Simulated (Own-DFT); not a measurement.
# Stretching a layer in its plane: diamond-structure GeSn with randomly placed atoms, 64 atoms (Ge52Sn12)

Everything here is calculated. The program is Own-DFT (plane waves, in-house, since retired, never reviewed by a person); positions were held fixed, and spin and spin-orbit coupling were off.

All runs used: PBE; PseudoDojo norm-conserving scalar-relativistic files; cutoff 49 hartree; 3 x 3 x 3 k mesh centred on Gamma; Fermi-Dirac smearing of 0.1 eV.

Limits: forces on such cells moved up to 12 meV/angstrom on a denser k mesh; stress not checked against mesh or cutoff.

Unstrained cell vectors in Å: (11.628, 0.000, 0.000); (0.000, 11.628, 0.000); (0.000, 0.000, 11.628). The unstrained cell has measured lattice constants (interpolated for alloys), not those of this functional. That, the random moves and any unrelaxed bonds set the pressure at no strain. Each run strains x and y alike by e, as a substrate would, and holds the height along z. All atoms carry random offsets, Gaussian with a width of 0.05 Å per axis. The random placing of the alloy's atoms differs from row to row. Stress is positive in tension.

```
e (%),u (Å),(s_xx + s_yy)/2 (GPa),s_zz (GPa)
-3.00,0.049,-11.38,-9.69
-2.00,0.049,-9.26,-8.32
-1.25,0.048,-7.47,-6.61
0.50,0.049,-4.56,-4.82
0.75,0.048,-4.35,-4.72
1.25,0.052,-3.50,-4.34
1.75,0.046,-2.62,-3.59
2.00,0.051,?,?
2.75,0.050,-1.35,-2.68
3.00,0.044,-0.88,-2.36
```

## Analysis

With e as a fraction, the in-plane stress is -5.4 + 172 e - 790 e² GPa (errors 2 and 139, scatter 0.14), and s_zz is -5.5 + 119 e - 655 e² GPa (slope ± 4, scatter 0.24). At e = 0 the first slope is C11 + C12 and the second 2 C12, both with the ions held to the strained lattice and at the cell's own pressure. The term in e² is negative: the layer stiffens under compression and softens under tension. A free layer would change its height as e changes, and the in-plane slope would drop by 2 C12²/C11 to the biaxial modulus. At fixed height, a misfit of 1 % moves the in-plane stress by about 1.7 GPa and s_zz by 1.2 GPa.

## Check

Question: what are the two stresses at e = 2.00 %?

The fitted form gives -2.3 and -3.3 GPa. Computed: -2.46 and -3.53 GPa.
